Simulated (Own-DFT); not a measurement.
# Bulk modulus against bond length in tetrahedral crystals

The numbers are computed, not measured, by runs of the plane-wave DFT program Own-DFT (in-house, retired, unreviewed) at fixed positions, with no spin and no spin-orbit coupling.

Caveats (not all hold for every row): forces on such cells moved up to 12 meV/angstrom on a denser k mesh; forces not confirmed at this smearing and k mesh; k mesh not checked against a denser one; forces on such cells passed a denser k mesh, each cell not checked; stress not checked against mesh or cutoff.

All runs are PBE with PseudoDojo norm-conserving files; cutoff and k mesh are each material's own. Every cell starts from measured lattice constants and was given uniform random strains and small random moves of its atoms. Each triple is the change of volume in per cent, the rms move u in Å and the pressure in GPa.

- 4H SiC (C36Si36), 10.36 Å³/atom unstrained: (-3.93, 0.050, 15.12); (-3.68, 0.052, 15.38); (-3.52, 0.049, 13.84); (-2.60, 0.048, 11.24); (-1.96, 0.051, 9.90); (-0.67, 0.053, 7.13); (2.47, 0.051, 0.08)
- wurtzite AlN (Al64N64), 10.45 Å³/atom unstrained: (-1.87, 0.054, 11.25); (-1.28, 0.048, 8.57); (-1.22, 0.049, 8.00); (-0.56, 0.049, 6.62); (0.19, 0.050, 5.56); (1.53, 0.052, 2.56); (3.78, 0.050, -1.74)
- wurtzite GaN (Ga48N48), 11.42 Å³/atom unstrained: (-3.64, 0.051, 15.52); (-1.50, 0.055, 11.37); (-1.17, 0.048, 10.18); (0.13, 0.049, 7.25); (0.36, 0.052, 7.66); (1.27, 0.053, 5.13); (2.34, 0.048, 3.20)
- diamond silicon (Si64), 20.02 Å³/atom unstrained: withheld
- zincblende GaAs (As32Ga32), 22.58 Å³/atom unstrained: (-3.39, 0.051, 7.41); (-1.07, 0.053, 5.07); (-0.39, 0.056, 4.63); (0.31, 0.046, 3.93); (0.75, 0.050, 3.45); (1.37, 0.050, 3.06); (3.05, 0.051, 1.96)
- grey tin (Sn64), 34.15 Å³/atom unstrained: (-2.88, 0.048, 5.35); (-1.96, 0.049, 4.84); (-1.28, 0.043, 4.33); (-1.19, 0.050, 4.38); (-0.56, 0.047, 4.01); (0.22, 0.049, 3.72); (1.49, 0.050, 2.95)

## Worked fit

Fit a line to each set against the fractional change of volume; B is minus its slope, and u is nearly the same within a set. To take it to zero pressure, assume that B rises by 4 GPa for each GPa: B0 = B - 4 x (mean pressure). The bond length of an ideal tetrahedral crystal with the unstrained volume v is d = (√3/4)(8 v)^(1/3). Cohen's empirical rule reads B0 = (1971 - 220 L) d^(-3.5) GPa, with L = 0 for group IV crystals and SiC and 1 for III-V compounds.

| material | L | d (Å) | B (GPa) | mean P (GPa) | B0 (GPa) | rule (GPa) |
|---|---|---|---|---|---|---|
| 4H SiC (C36Si36) | 0 | 1.888 | 238 ± 10 | 10.4 | 197 ± 10 | 213 |
| wurtzite AlN (Al64N64) | 1 | 1.893 | 214 ± 15 | 5.8 | 191 ± 15 | 188 |
| wurtzite GaN (Ga48N48) | 1 | 1.950 | 208 ± 7 | 8.6 | 173 ± 7 | 169 |
| diamond silicon (Si64) | 0 | 2.352 | ? | ? | ? | 99 |
| zincblende GaAs (As32Ga32) | 1 | 2.448 | 86 ± 4 | 4.2 | 69 ± 4 | 76 |
| grey tin (Sn64) | 0 | 2.810 | 54 ± 2 | 4.2 | 37 ± 2 | 53 |

A line through ln[B0/(1971 - 220 L)] against ln d has a slope of -4.3 ± 0.2 and a scatter of 8 %. Against the rule, B0 stands at 92 % for 4H SiC, 102 % for wurtzite AlN, 103 % for wurtzite GaN, 90 % for zincblende GaAs, 70 % for grey tin. PBE tends to make silicon and heavier crystals too soft, and the rule itself is only a guide.

## The run left out

Question: what B0 does the fitted trend give for diamond silicon (Si64)?

The straight line predicts 84 GPa. Its own runs give B = 101 ± 3 GPa at a mean pressure of 2.6 GPa, so B0 = 91 GPa.
